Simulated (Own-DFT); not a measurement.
# A surface energy from a slab and the bulk: wurtzite AlN, m plane (10-10)

Source: density functional calculations with Own-DFT, an unreviewed in-house program that is no longer used. Nothing was measured or relaxed, and spin and spin-orbit coupling are left out.

Known weak points: k mesh not checked against a denser one.

Both sets of runs: PBE; PseudoDojo norm-conserving scalar-relativistic files; cutoff 42 hartree; Gaussian smearing of 0.01 eV. The slab has 128 atoms in 16 layers, two equal faces of 62.02 Å² as cut, 15 Å of vacuum, a dipole correction along the normal and a 6 x 3 x 1 mesh. The bulk cell has 72 atoms, the same measured lattice constants and a 4 x 4 x 3 mesh. In the slab only the 32 atoms nearest the faces were moved at random; u is their rms move along one axis. Energies are counted from -174.06 eV for each atom.

```
slab run,u (Å),E (eV, cell)
1,0.0421,20.982
2,0.0491,21.287
3,0.0498,20.710
4,0.0541,21.602
5,0.0841,24.376
6,0.0884,26.108
7,0.0952,28.803
8,0.0976,26.971
9,0.1006,28.069
10,0.1063,30.082
11,0.1070,29.699
12,0.1108,28.465
```

| bulk run | u (Å) | E (meV/atom) |
|---|---|---|
| 1 | 0.0183 | -4.87 |
| 2 | 0.0191 | -2.05 |
| 3 | 0.0192 | -2.08 |
| 4 | 0.0197 | -3.60 |
| 5 | 0.0198 | -1.56 |
| 6 | 0.0202 | -1.43 |
| 7 | 0.0956 | 267.63 |
| 8 | 0.0957 | 288.99 |
| 9 | 0.0992 | 342.24 |
| 10 | 0.1014 | 322.14 |

Q: what is the energy of the unrelaxed surface?

## Answer

Take each set to u = 0 with E = a + b u². Residuals are scaled by 1/(u² + 0.0006 Å²) to tame the large moves. Slab: a = 19.11 ± 0.24 eV. Bulk: a = -15.1 ± 0.7 meV/atom. The excess is 19.11 - 128 x (-0.0151) = 21.05 ± 0.26 eV. Over two faces that is 170 meV/Å², or 2.72 ± 0.03 J/m². Relaxing the faces would lower the energy, and the unlike meshes and the reach from the smallest u down to zero add errors that aren't counted here.
